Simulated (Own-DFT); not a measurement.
# One host, several defects: grey tin

Everything here is calculated. The program is Own-DFT (plane waves, in-house, since retired, never reviewed by a person); positions were held fixed, and spin and spin-orbit coupling were off.

Method: PBE; PseudoDojo norm-conserving scalar-relativistic files; cutoff 42 hartree; 3 x 3 x 3 k mesh centred on Gamma; cold (Marzari-Vanderbilt) smearing of 0.2 eV.

Keep in mind (not all hold for every row): not probed for a lower state with spin; forces on such cells moved up to 12 meV/angstrom on a denser k mesh; stress not checked against mesh or cutoff.

All runs share one cell, with vectors in Å (12.978, 0.000, 0.000); (0.000, 12.978, 0.000); (0.000, 0.000, 12.978) and a volume of 2185.9 Å³. The atoms are randomly displaced, by u rms on each axis. The defect's site can differ from row to row.

| cell | formula | u (Å) | P (GPa) |
|---|---|---|---|
| no defect | Sn64 | 0.0193 | 3.37 |
| no defect | Sn64 | 0.0202 | 3.38 |
| no defect | Sn64 | 0.0503 | 3.65 |
| two Sn vacancies | Sn62 | 0.0304 | 3.08 |
| two Sn vacancies | Sn62 | 0.0304 | 3.13 |
| two Sn vacancies | Sn62 | 0.0491 | 3.27 |
| one Sn vacancy | Sn63 | 0.0289 | 3.25 |
| one Sn vacancy | Sn63 | 0.0306 | ? |
| one Sn vacancy | Sn63 | 0.0452 | 3.40 |
| one Sn vacancy | Sn63 | 0.0491 | 3.38 |

## Analysis

P = P0 + c u² + a shift for each defect gives P0 = 3.34 GPa, c = 117 ± 11 GPa/Å² and a scatter of 0.03 GPa. The shifts, and each times the cell's volume:

- one Sn vacancy: -0.21 ± 0.02 GPa, -2.8 eV
- two Sn vacancies: -0.34 ± 0.02 GPa, -4.7 eV (-2.4 eV for each of its 2 sites)

Positive is outwards. The product with the volume (160.2 GPa Å³ to the eV) is nearly free of the cell's size; divided by the bulk modulus at the cell's pressure it gives the volume that the defect adds. The atoms around the defects weren't relaxed, which would change these numbers.

## The run left out

Asked: what pressure belongs in the blank (one Sn vacancy, u = 0.0306 Å)?

Estimate: 3.24 ± 0.03 GPa. DFT gave 3.28 GPa.
